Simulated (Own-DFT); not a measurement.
## Calculated data, Si$_{12}$O$_{23}$ (quartz with two neutral oxygen vacancies, atoms displaced)

A calculation, not a measurement: plane-wave PBE and HSE06 DFT by an unreviewed code, no spin, of a simulated cell at Gamma alone, so results move with cell size and shape, stress positive in tension, energies less offsets, not probed for a lower state with spin; oxygen file: force components 24 meV/angstrom off all-electron in a glass; k mesh not checked against a denser one; forces and stress are PBE's, HSE06 gives the energy alone, and its difference from PBE has offsets of its own; offsets are fitted by least squares, one for each functional and potential file, so energies compare only between cells with the same atoms and settings and are not formation energies; the far tail of each file's local potential was reset to the Coulomb form; each entry is a single point on an unrelaxed cell, so the pressure reflects the starting lattice, mostly measured values (interpolated for alloys), from which strain is counted, and rises with the displacements; printed positions are rounded, which can move forces by about a meV/angstrom; the program, named Own-DFT, is a retired in-house code; no spin-orbit coupling. Program: Own-DFT development build.

Settings shared by all entries: first functional PBE; second functional HSE06; exact exchange share 0.25; screening 0.11 1/bohr; exchange divergence Gygi-Baldereschi; potential files PseudoDojo norm-conserving, scalar-relativistic, made for PBE, standard set; wave cutoff 48 hartree; occupations fixed; k mesh 1 x 1 x 1 centred on Gamma.

(1) 
```cif
# cell vector a (Å): 9.8268 0.0000 0.0000
# cell vector b (Å): -4.9134 8.5103 0.0000
# cell vector c (Å): 0.0000 0.0000 10.8104
data_Si12O23
_symmetry_space_group_name_H-M 'P 1'
_symmetry_Int_Tables_number 1
_cell_length_a 9.8268
_cell_length_b 9.8268
_cell_length_c 10.8104
_cell_angle_alpha 90.000
_cell_angle_beta 90.000
_cell_angle_gamma 120.000
_cell_volume 904.06
loop_
_atom_site_label
_atom_site_type_symbol
_atom_site_fract_x
_atom_site_fract_y
_atom_site_fract_z
_atom_site_occupancy
Si1 Si 0.23284 0.99863 0.00076 1
Si2 Si 0.99499 0.23083 0.33023 1
Si3 Si 0.26557 0.26515 0.16419 1
O1 O 0.20779 0.13459 0.05703 1
O2 O 0.43279 0.29515 0.22703 1
O3 O 0.37381 0.07801 0.39271 1
O4 O 0.06938 0.36335 0.44529 1
O5 O 0.12854 0.20850 0.27074 1
O6 O 0.29451 0.42773 0.10988 1
Si4 Si 0.23565 0.00228 0.49746 1
Si5 Si 0.00459 0.23866 0.83412 1
Si6 Si 0.26459 0.26395 0.66801 1
O7 O 0.20786 0.13821 0.56062 1
O8 O 0.36757 0.07742 0.89320 1
O9 O 0.07418 0.36355 0.93834 1
O10 O 0.13523 0.20890 0.77371 1
O11 O 0.28842 0.42124 0.60689 1
Si7 Si 0.23264 0.49885 0.99976 1
Si8 Si 0.00021 0.73270 0.33653 1
Si9 Si 0.26768 0.76567 0.16754 1
O12 O 0.20581 0.62710 0.06194 1
O13 O 0.42706 0.79839 0.22888 1
O14 O 0.36239 0.57440 0.39511 1
O15 O 0.07291 0.86875 0.43563 1
O16 O 0.13168 0.70826 0.27298 1
O17 O 0.29276 0.92225 0.11002 1
Si10 Si 0.23846 0.50566 0.50233 1
Si11 Si 0.99755 0.73267 0.83260 1
Si12 Si 0.26331 0.76265 0.66598 1
O18 O 0.21284 0.63505 0.55927 1
O19 O 0.42580 0.80124 0.72481 1
O20 O 0.36794 0.57772 0.89517 1
O21 O 0.07979 0.87373 0.93751 1
O22 O 0.13139 0.70602 0.77475 1
O23 O 0.29244 0.92758 0.60645 1
Si13 Si 0.73537 0.99756 0.00033 1
Si14 Si 0.50052 0.23178 0.33245 1
Si15 Si 0.76318 0.26570 0.16639 1
O24 O 0.70309 0.12760 0.05728 1
O25 O 0.92277 0.29275 0.22474 1
O26 O 0.86682 0.07470 0.39264 1
O27 O 0.57159 0.36610 0.44597 1
O28 O 0.63594 0.21065 0.27129 1
O29 O 0.79339 0.42505 0.10794 1
Si16 Si 0.73176 0.99780 0.49838 1
Si17 Si 0.49433 0.22963 0.83165 1
Si18 Si 0.76914 0.26795 0.67226 1
O30 O 0.71338 0.13801 0.55899 1
O31 O 0.92658 0.29235 0.72958 1
O32 O 0.86255 0.07484 0.88947 1
O33 O 0.57653 0.37228 0.93676 1
O34 O 0.78936 0.42859 0.60544 1
Si19 Si 0.73105 0.49529 0.99839 1
Si20 Si 0.50645 0.73794 0.33041 1
Si21 Si 0.76682 0.76517 0.17318 1
O35 O 0.70321 0.63414 0.06186 1
O36 O 0.93156 0.79588 0.22547 1
O37 O 0.86821 0.57280 0.39307 1
O38 O 0.57140 0.87212 0.44046 1
O39 O 0.62803 0.70921 0.27761 1
O40 O 0.79374 0.92655 0.10388 1
Si22 Si 0.73418 0.50083 0.50147 1
Si23 Si 0.49949 0.73133 0.83847 1
Si24 Si 0.76705 0.76535 0.66776 1
O41 O 0.71385 0.63145 0.55812 1
O42 O 0.92440 0.79256 0.71966 1
O43 O 0.86621 0.57013 0.89375 1
O44 O 0.57729 0.86700 0.94688 1
O45 O 0.63612 0.71217 0.77189 1
O46 O 0.78960 0.92014 0.60674 1
_calc_PBE_energy_of_cell_above_offsets '-20.919'  # eV
_calc_HSE06_less_PBE_above_offsets '-0.101'  # eV
_calc_PBE_pressure 8.2  # GPa
_calc_PBE_stress_xx -9.22  # GPa
_calc_PBE_stress_yy -9.5  # GPa
_calc_PBE_stress_zz -5.89  # GPa
_calc_PBE_stress_yz 0.18  # GPa
_calc_PBE_stress_xz 0.94  # GPa
_calc_PBE_stress_xy -0.48  # GPa
```

Force:
| element | x (eV/Å) | y (eV/Å) | z (eV/Å) |
| --- | --- | --- | --- |
| Si | 2.3 | 0.837 | 0.946 |
| Si | -0.375 | 2.866 | 1.717 |
| Si | 0.631 | -0.189 | 1.792 |
| O | -0.384 | 0.221 | 0.26 |
| O | -1.914 | 0.063 | -1.342 |
| O | -1.274 | -2.865 | 1.274 |
| O | 0.269 | 0.051 | -0.759 |
| O | 2.197 | -0.38 | -1.091 |
| O | -0.34 | 0.888 | -1.01 |
| Si | 0.023 | 0.329 | 0.709 |
| Si | -0.58 | -2.732 | -0.843 |
| Si | 3.277 | 0.601 | 1.773 |
| O | 0.448 | -2.053 | -1.912 |
| O | -0.61 | -3.025 | 1.904 |
| O | -0.052 | 1.722 | 1.831 |
| O | -0.59 | -0.823 | 0.974 |
| O | -0.01 | 1.598 | 0.062 |
| Si | 1.353 | -0.908 | 0.56 |
| Si | -0.365 | 0.107 | -1.431 |
| Si | -0.78 | -2.054 | 0.466 |
| O | -1.22 | 1.628 | 0.844 |
| O | 1.272 | 0.066 | 0.195 |
| O | 1.839 | 1.686 | -1.965 |
| O | 0.147 | 1.358 | 1.339 |
| O | 1.339 | -0.404 | -0.412 |
| O | -1.274 | 2.345 | -1.812 |
| Si | -0.162 | -4.072 | -1.15 |
| Si | -0.785 | 1.074 | -0.198 |
| Si | -0.889 | 1.302 | 0.233 |
| O | -1.967 | 1.333 | 0.756 |
| O | 2.669 | -0.67 | 2.333 |
| O | -0.62 | -2.325 | 0.598 |
| O | -1.834 | -2.615 | -1.505 |
| O | 0.657 | -0.382 | -0.421 |
| O | -0.28 | -0.133 | -0.243 |
| Si | 0.841 | 1.887 | -0.502 |
| Si | 0.56 | 3.305 | 1.003 |
| Si | 0.842 | -1.701 | -1.631 |
| O | -0.972 | 1.885 | 1.322 |
| O | 0.994 | 0.249 | 0.193 |
| O | -0.427 | -1.883 | 0.334 |
| O | -0.489 | -1.259 | -1.556 |
| O | -0.277 | -0.919 | 1.027 |
| O | -0.78 | 1.509 | -1.148 |
| Si | 1.312 | 1.298 | 1.535 |
| Si | 1.076 | 3.554 | -4.363 |
| Si | -3.792 | -0.534 | -0.583 |
| O | -0.295 | 0.208 | 0.491 |
| O | 0.862 | 1.144 | -0.188 |
| O | 0.572 | 0.015 | -0.068 |
| O | -1.78 | -2.211 | -1.007 |
| O | 2.183 | -1.23 | 2.146 |
| Si | 0.772 | 2.504 | 2.219 |
| Si | -7.097 | 0.166 | 3.97 |
| Si | -0.479 | 0.296 | -2.022 |
| O | 0.568 | -0.635 | 0.006 |
| O | -0.15 | -0.055 | 0.401 |
| O | -0.407 | -0.954 | 0.234 |
| O | -0.817 | -1.593 | -1.127 |
| O | 6.42 | -0.861 | -2.737 |
| O | 1.581 | -1.193 | 2.198 |
| Si | 1.241 | -1.755 | -2.204 |
| Si | -0.228 | 3.9 | -2.3 |
| Si | -1.649 | -1.493 | -2.042 |
| O | -2.725 | 3.227 | 1.821 |
| O | 3.718 | 0.14 | 2.589 |
| O | 0.243 | 0.467 | -0.263 |
| O | -1.899 | -2.867 | -1.951 |
| O | -0.77 | -0.915 | 1.122 |
| O | -0.872 | 1.862 | -1.383 |

(2) 
```cif
# cell vector a (Å): 9.8268 0.0000 0.0000
# cell vector b (Å): -4.9134 8.5103 0.0000
# cell vector c (Å): 0.0000 0.0000 10.8104
data_Si12O23
_symmetry_space_group_name_H-M 'P 1'
_symmetry_Int_Tables_number 1
_cell_length_a 9.8268
_cell_length_b 9.8268
_cell_length_c 10.8104
_cell_angle_alpha 90.000
_cell_angle_beta 90.000
_cell_angle_gamma 120.000
_cell_volume 904.06
loop_
_atom_site_label
_atom_site_type_symbol
_atom_site_fract_x
_atom_site_fract_y
_atom_site_fract_z
_atom_site_occupancy
Si1 Si 0.23487 0.00347 0.99838 1
Si2 Si 0.99566 0.23751 0.33722 1
Si3 Si 0.26728 0.26898 0.16898 1
O1 O 0.21161 0.13287 0.05665 1
O2 O 0.42327 0.29353 0.22868 1
O3 O 0.36738 0.07838 0.39465 1
O4 O 0.07260 0.36357 0.44626 1
O5 O 0.13079 0.20317 0.27274 1
Si4 Si 0.24038 0.00375 0.49921 1
Si5 Si 0.99825 0.23501 0.83324 1
Si6 Si 0.26118 0.26753 0.66582 1
O6 O 0.20762 0.13555 0.55269 1
O7 O 0.42960 0.29840 0.72651 1
O8 O 0.36945 0.07950 0.89350 1
O9 O 0.07552 0.36886 0.94046 1
O10 O 0.13736 0.20498 0.77310 1
O11 O 0.29223 0.42486 0.60535 1
Si7 Si 0.23984 0.49934 0.99616 1
Si8 Si 0.99616 0.73116 0.32965 1
Si9 Si 0.26486 0.76805 0.16870 1
O12 O 0.42347 0.79157 0.22394 1
O13 O 0.36929 0.57809 0.39051 1
O14 O 0.07778 0.87192 0.43675 1
O15 O 0.13192 0.70995 0.27685 1
O16 O 0.29107 0.92510 0.10742 1
Si10 Si 0.23426 0.49917 0.50460 1
Si11 Si 0.00115 0.73311 0.83504 1
Si12 Si 0.25976 0.76473 0.67156 1
O17 O 0.20088 0.62646 0.56030 1
O18 O 0.42881 0.79492 0.72353 1
O19 O 0.36379 0.57067 0.89025 1
O20 O 0.07562 0.86991 0.94140 1
O21 O 0.13644 0.70953 0.77229 1
O22 O 0.29285 0.92439 0.60378 1
Si13 Si 0.73930 0.00618 0.00141 1
Si14 Si 0.49874 0.22989 0.33591 1
Si15 Si 0.76388 0.26457 0.16378 1
O23 O 0.70858 0.13235 0.05891 1
O24 O 0.92427 0.29562 0.22452 1
O25 O 0.86568 0.07128 0.39272 1
O26 O 0.57265 0.36193 0.44099 1
O27 O 0.63787 0.20916 0.27168 1
O28 O 0.79345 0.42758 0.11038 1
Si16 Si 0.74426 0.00749 0.50389 1
Si17 Si 0.49764 0.23601 0.83259 1
Si18 Si 0.76245 0.26121 0.66896 1
O29 O 0.70927 0.13921 0.55982 1
O30 O 0.93134 0.29297 0.72552 1
O31 O 0.86939 0.06902 0.89291 1
O32 O 0.57861 0.37060 0.93998 1
O33 O 0.63174 0.20984 0.77209 1
O34 O 0.79232 0.43195 0.60766 1
Si19 Si 0.73613 0.49971 0.00255 1
Si20 Si 0.49623 0.73117 0.33817 1
Si21 Si 0.76584 0.77000 0.16873 1
O35 O 0.71136 0.63236 0.05754 1
O36 O 0.92938 0.79290 0.22433 1
O37 O 0.86586 0.56711 0.39532 1
O38 O 0.56661 0.86317 0.44256 1
O39 O 0.63167 0.70490 0.27266 1
O40 O 0.79456 0.92802 0.10846 1
Si22 Si 0.73593 0.50560 0.49648 1
Si23 Si 0.50700 0.74207 0.83055 1
Si24 Si 0.76284 0.75993 0.66055 1
O41 O 0.70561 0.63476 0.55876 1
O42 O 0.93218 0.79767 0.72301 1
O43 O 0.87252 0.57997 0.89209 1
O44 O 0.57574 0.87183 0.94351 1
O45 O 0.63200 0.70827 0.77382 1
O46 O 0.78390 0.91369 0.60803 1
_calc_PBE_energy_of_cell_above_offsets '-20.531'  # eV
_calc_HSE06_less_PBE_above_offsets '-0.003'  # eV
_calc_PBE_pressure 7.91  # GPa
_calc_PBE_stress_xx -7.92  # GPa
_calc_PBE_stress_yy -8.84  # GPa
_calc_PBE_stress_zz -6.97  # GPa
_calc_PBE_stress_yz 1.8  # GPa
_calc_PBE_stress_xz 2.28  # GPa
_calc_PBE_stress_xy -0.53  # GPa
```

Force:
| element | x (eV/Å) | y (eV/Å) | z (eV/Å) |
| --- | --- | --- | --- |
| Si | 1.922 | -1.237 | 0.29 |
| Si | 1.782 | 0.181 | -2.419 |
| Si | -2.504 | 1.229 | -3.339 |
| O | -1.864 | 2.232 | 1.736 |
| O | 2.62 | 0.054 | 1.253 |
| O | 0.724 | -1.842 | -0.391 |
| O | -0.502 | -0.194 | -0.182 |
| O | -1.683 | -0.034 | 1.204 |
| Si | -1.661 | -1.574 | 0.262 |
| Si | 2.294 | -0.396 | 0.93 |
| Si | 3.123 | -1.875 | -0.584 |
| O | -0.687 | 1.441 | 1.498 |
| O | -1.235 | 0.102 | -1.001 |
| O | -0.035 | -1.614 | 0.196 |
| O | -1.32 | -1.327 | -0.95 |
| O | -2.158 | -0.403 | 1.501 |
| O | 0.493 | 1.179 | 0.431 |
| Si | -0.358 | 0.412 | 5.539 |
| Si | -0.353 | 1.154 | 2.749 |
| Si | 0.152 | -3.078 | -1.789 |
| O | 2.112 | 0.273 | 1.565 |
| O | -2.309 | -5.069 | 2.958 |
| O | -0.566 | -1.158 | -0.559 |
| O | 1.99 | -0.738 | -0.765 |
| O | -0.363 | 1.482 | -0.803 |
| Si | 0.525 | 0.735 | -2.628 |
| Si | -0.691 | 3.311 | -1.371 |
| Si | 3.353 | 0.386 | -4.091 |
| O | -1.034 | 2.056 | 1.622 |
| O | -0.539 | 0.204 | -0.127 |
| O | 1.93 | 2.158 | -2.464 |
| O | -0.627 | -1.317 | -1.071 |
| O | -1.886 | -1.327 | 2.852 |
| O | 0.42 | 0.12 | 0.663 |
| Si | 1.281 | -2.433 | -0.714 |
| Si | 0.653 | 2.664 | -2.314 |
| Si | 0.137 | 0.1 | 0.41 |
| O | -1.483 | 1.635 | 0.387 |
| O | 1.623 | -0.041 | 1.237 |
| O | 0.243 | -0.088 | -0.113 |
| O | 0.001 | 1.022 | 0.595 |
| O | -1.367 | -0.812 | 1.079 |
| O | 0.118 | 0.687 | -0.484 |
| Si | -2.413 | -3.262 | -0.599 |
| Si | 0.241 | 1.734 | 0.256 |
| Si | -0.137 | 3.794 | -0.344 |
| O | 0.444 | -1.397 | -1.08 |
| O | -1.626 | 0.196 | -1.209 |
| O | 0.063 | 0.416 | -0.293 |
| O | -0.583 | -1.073 | -0.636 |
| O | 0.508 | -0.768 | 0.561 |
| O | 0.676 | -1.212 | 0.774 |
| Si | 1.248 | 0.336 | -1.259 |
| Si | 0.91 | 3.925 | -3.287 |
| Si | 0.777 | -2.091 | -0.988 |
| O | -1.508 | 2.461 | 1.736 |
| O | -1.164 | 0.292 | -0.756 |
| O | 1.162 | 1.56 | -2.048 |
| O | 1.413 | 2.451 | 1.449 |
| O | -0.168 | -0.091 | 0.506 |
| O | -0.257 | 1.21 | -0.357 |
| Si | -0.25 | -2.993 | 1.722 |
| Si | -2.176 | -0.717 | 2.133 |
| Si | 1.596 | -0.199 | 5.018 |
| O | -0.532 | -1.706 | -2.161 |
| O | -0.327 | -0.638 | 0.158 |
| O | -1.116 | -3.328 | 1.834 |
| O | -0.361 | -0.895 | -0.94 |
| O | 2.628 | -0.44 | -1.32 |
| O | -1.314 | 4.177 | -1.658 |

(3) 
```cif
# cell vector a (Å): 9.8268 0.0000 0.0000
# cell vector b (Å): -4.9134 8.5103 0.0000
# cell vector c (Å): 0.0000 0.0000 10.8104
data_Si12O23
_symmetry_space_group_name_H-M 'P 1'
_symmetry_Int_Tables_number 1
_cell_length_a 9.8268
_cell_length_b 9.8268
_cell_length_c 10.8104
_cell_angle_alpha 90.000
_cell_angle_beta 90.000
_cell_angle_gamma 120.000
_cell_volume 904.06
loop_
_atom_site_label
_atom_site_type_symbol
_atom_site_fract_x
_atom_site_fract_y
_atom_site_fract_z
_atom_site_occupancy
Si1 Si 0.23642 0.99840 0.99687 1
Si2 Si 0.00589 0.23559 0.33574 1
Si3 Si 0.26497 0.26138 0.16277 1
O1 O 0.20488 0.13394 0.05805 1
O2 O 0.41846 0.28316 0.22603 1
O3 O 0.36774 0.07848 0.39249 1
O4 O 0.07110 0.36558 0.44246 1
O5 O 0.14068 0.21501 0.27409 1
O6 O 0.29254 0.42202 0.10653 1
Si4 Si 0.23211 0.00295 0.49970 1
Si5 Si 0.99821 0.23288 0.83569 1
Si6 Si 0.25692 0.25150 0.67304 1
O7 O 0.21533 0.14417 0.56030 1
O8 O 0.42394 0.29022 0.72389 1
O9 O 0.36479 0.06767 0.89150 1
O10 O 0.07416 0.36216 0.93480 1
O11 O 0.13465 0.21092 0.77257 1
O12 O 0.29424 0.42537 0.60700 1
Si7 Si 0.23583 0.50127 0.00186 1
Si8 Si 0.99420 0.73054 0.33236 1
Si9 Si 0.27159 0.76672 0.16937 1
O13 O 0.21028 0.63342 0.05843 1
O14 O 0.42450 0.79376 0.22683 1
O15 O 0.36705 0.57412 0.39889 1
O16 O 0.07418 0.86762 0.43949 1
O17 O 0.13134 0.70302 0.27497 1
O18 O 0.28616 0.92142 0.10573 1
Si10 Si 0.23651 0.51015 0.50263 1
Si11 Si 0.99918 0.73886 0.83054 1
Si12 Si 0.26262 0.75774 0.66561 1
O19 O 0.20935 0.63038 0.55861 1
O20 O 0.42362 0.79568 0.72793 1
O21 O 0.36475 0.57092 0.89700 1
O22 O 0.07439 0.87036 0.93648 1
O23 O 0.13831 0.70725 0.77212 1
O24 O 0.29446 0.92150 0.61275 1
Si13 Si 0.73262 0.99894 0.00574 1
Si14 Si 0.50123 0.23764 0.33363 1
Si15 Si 0.76146 0.25951 0.16728 1
O25 O 0.71023 0.13532 0.05612 1
O26 O 0.92697 0.29619 0.22926 1
O27 O 0.86422 0.07102 0.39471 1
O28 O 0.57595 0.36933 0.43924 1
O29 O 0.63172 0.20963 0.26916 1
O30 O 0.79495 0.42823 0.10845 1
Si16 Si 0.73128 0.00051 0.49980 1
Si17 Si 0.50329 0.23255 0.82890 1
Si18 Si 0.76100 0.26483 0.66878 1
O31 O 0.69912 0.12682 0.55946 1
O32 O 0.92343 0.29017 0.72323 1
O33 O 0.86743 0.07706 0.88948 1
O34 O 0.63453 0.20534 0.76869 1
O35 O 0.79929 0.42937 0.60898 1
Si19 Si 0.72389 0.49439 0.99870 1
Si20 Si 0.50634 0.73202 0.33361 1
Si21 Si 0.76433 0.76191 0.16600 1
O36 O 0.70399 0.62993 0.06055 1
O37 O 0.92193 0.79131 0.22536 1
O38 O 0.86688 0.57648 0.39218 1
O39 O 0.58117 0.86870 0.43577 1
O40 O 0.63832 0.70488 0.27470 1
O41 O 0.79807 0.93102 0.10194 1
Si22 Si 0.73383 0.49455 0.49729 1
Si23 Si 0.50346 0.73543 0.83166 1
Si24 Si 0.76787 0.76410 0.66511 1
O42 O 0.70579 0.63162 0.55952 1
O43 O 0.92086 0.79676 0.72812 1
O44 O 0.57370 0.86802 0.94125 1
O45 O 0.63261 0.70983 0.77467 1
O46 O 0.79456 0.92980 0.60973 1
_calc_PBE_energy_of_cell_above_offsets '-19.925'  # eV
_calc_HSE06_less_PBE_above_offsets '-0.083'  # eV
_calc_PBE_pressure 8.75  # GPa
_calc_PBE_stress_xx -10.65  # GPa
_calc_PBE_stress_yy -7.41  # GPa
_calc_PBE_stress_zz -8.19  # GPa
_calc_PBE_stress_yz -2.23  # GPa
_calc_PBE_stress_xz 2.45  # GPa
_calc_PBE_stress_xy -0.18  # GPa
```

Force:
| element | x (eV/Å) | y (eV/Å) | z (eV/Å) |
| --- | --- | --- | --- |
| Si | -1.245 | 0.313 | 1.242 |
| Si | -1.983 | -0.167 | 0.054 |
| Si | -1.112 | 0.335 | 0.917 |
| O | 0.524 | -1.724 | -1.555 |
| O | 1.673 | 0.94 | 0.185 |
| O | -0.35 | -1.264 | 0.964 |
| O | 0.314 | 1.164 | 0.617 |
| O | 0.231 | -0.899 | 0.178 |
| O | -0.262 | 1.26 | -0.367 |
| Si | 2.288 | -0.617 | 1.225 |
| Si | -0.488 | 0.621 | -3.251 |
| Si | 0.131 | 6.178 | -2.012 |
| O | 0.183 | -3.505 | -2.936 |
| O | 1.855 | 0.033 | 1.058 |
| O | 1.407 | 1.224 | -1.278 |
| O | 0.376 | 2.91 | 2.823 |
| O | -1.827 | -1.756 | 2.655 |
| O | -0.258 | -0.467 | 0.295 |
| Si | -0.116 | -2.163 | -0.664 |
| Si | 1.787 | 2.566 | -0.884 |
| Si | -4.134 | -1.67 | -1.526 |
| O | -1.127 | 1.368 | 1.277 |
| O | 4.418 | 0.251 | 2.172 |
| O | 1.448 | 1.298 | -2.038 |
| O | -0.691 | -0.518 | -0.337 |
| O | 0.28 | 0.233 | -0.327 |
| O | 0.472 | 0.424 | 0.412 |
| Si | 4.043 | -8.145 | -1.088 |
| Si | 0.326 | -3.218 | 1.448 |
| Si | 0.227 | 1.167 | 0.163 |
| O | -4.276 | 4.288 | 2.068 |
| O | 1.956 | -0.237 | 0.7 |
| O | 1.503 | 1.427 | -1.67 |
| O | -0.489 | 0.372 | 0.267 |
| O | -2.495 | -0.825 | 1.667 |
| O | -2.109 | 2.503 | -2.666 |
| Si | 0.673 | 0.473 | -4.596 |
| Si | -0.432 | -0.323 | -0.618 |
| Si | 1.543 | 2.264 | -0.783 |
| O | -1.39 | 0.916 | 0.697 |
| O | 0.207 | -0.514 | 0.017 |
| O | 1.047 | 0.881 | -1.051 |
| O | -1.148 | -1.161 | -0.608 |
| O | -0.586 | -0.944 | 1.242 |
| O | -0.442 | -0.219 | -0.35 |
| Si | 2.527 | 0.243 | 1.242 |
| Si | -1.381 | 1.298 | 2.362 |
| Si | 3.395 | -0.234 | -3.263 |
| O | -1.442 | 2.025 | 1.07 |
| O | 0.861 | 0.075 | 0.662 |
| O | -1.608 | -3.246 | 2.247 |
| O | -1.599 | -1.544 | 2.237 |
| O | -0.815 | 0.623 | -0.989 |
| Si | 2.215 | -1.258 | -3.036 |
| Si | -2.408 | 0.001 | 0.251 |
| Si | -0.772 | 1.477 | -1.488 |
| O | -1.408 | 0.578 | 0.256 |
| O | 1.692 | 0.483 | 0.568 |
| O | -0.643 | -2.309 | 0.859 |
| O | -1.547 | -1.671 | -0.721 |
| O | -0.303 | -0.573 | 0.158 |
| O | 2.023 | -2.356 | 2.908 |
| Si | 0.834 | 2.316 | 2.267 |
| Si | -3.131 | -0.217 | 1.411 |
| Si | -3.831 | 0.243 | -0.781 |
| O | 0.336 | -0.675 | -0.56 |
| O | 2.931 | 0.934 | 0.511 |
| O | -0.402 | -0.458 | -0.108 |
| O | 2.674 | -0.569 | -1.429 |
| O | -0.15 | -0.261 | -0.373 |
